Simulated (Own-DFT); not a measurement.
# Two functionals across a range of volumes: C11b WSi2, 30 atoms (Si20W10)

The numbers are computed, not measured, by runs of the plane-wave DFT program Own-DFT (in-house, retired, unreviewed) at fixed positions, with no spin and no spin-orbit coupling.

Keep in mind: forces on such cells failed a check on a denser k mesh; stress not checked against mesh or cutoff.

Each geometry was run with PBE and with PBEsol, otherwise alike: PseudoDojo norm-conserving scalar-relativistic files made for PBE; cutoff 50 hartree; 5 x 5 x 5 k mesh centred on Gamma; cold (Marzari-Vanderbilt) smearing of 0.2 eV. Unstrained cell vectors in Å: (-2.149, -5.953, 3.409); (-6.444, 2.976, 1.136); (-2.553, -2.948, -6.757). Each has a uniform strain, of which the change of volume is shown, and random moves of rms u per axis.

| run | volume change (%) | u (Å) | P with PBE (GPa) | P with PBEsol (GPa) |
|---|---|---|---|---|
| 1 | -0.84 | 0.0437 | 8.22 | 4.08 |
| 2 | -0.39 | 0.0492 | 7.04 | 2.92 |
| 3 | 1.19 | 0.0521 | 4.97 | 0.95 |
| 4 | 0.04 | 0.0438 | 5.70 | 1.60 |
| 5 | -1.85 | 0.0518 | 11.99 | 7.80 |
| 6 | 0.09 | 0.0489 | 6.27 | 2.17 |
| 7 | 1.42 | 0.0473 | 2.89 | -1.12 |
| 8 | -0.18 | 0.0547 | 7.27 | 3.14 |
| 9 | -1.28 | 0.0550 | 10.19 | 6.03 |
| 10 | 0.71 | 0.0499 | 5.18 | 1.13 |
| 11 | -1.01 | 0.0482 | 9.06 | ? |

The question: by how much does PBEsol shrink this cell, and what belongs in the blank?

## Answer

Write v for the change of volume as a fraction. Fitted to v and u², the PBE pressure has a slope of -237 ± 16 GPa in v, with the ions held to the strained lattice. The difference PBEsol less PBE is -4.10 + 5.6 v GPa (slope ± 0.4) and averages -4.10 GPa. Divided by the mean slope of the two, 234 GPa, that makes PBEsol's volume at a given pressure, near 5 GPa, about 1.7 % smaller, or 0.58 % in lengths. At one volume PBEsol's slope is the smaller by 6 GPa, but its pressure there is lower too. If stiffness rises by about 4 GPa for each GPa, PBEsol at equal pressure is stiffer by about 11 GPa. Files made for PBEsol would give a different shift.

For run 11 the line gives 4.90 GPa. The hidden result is 4.91 GPa.
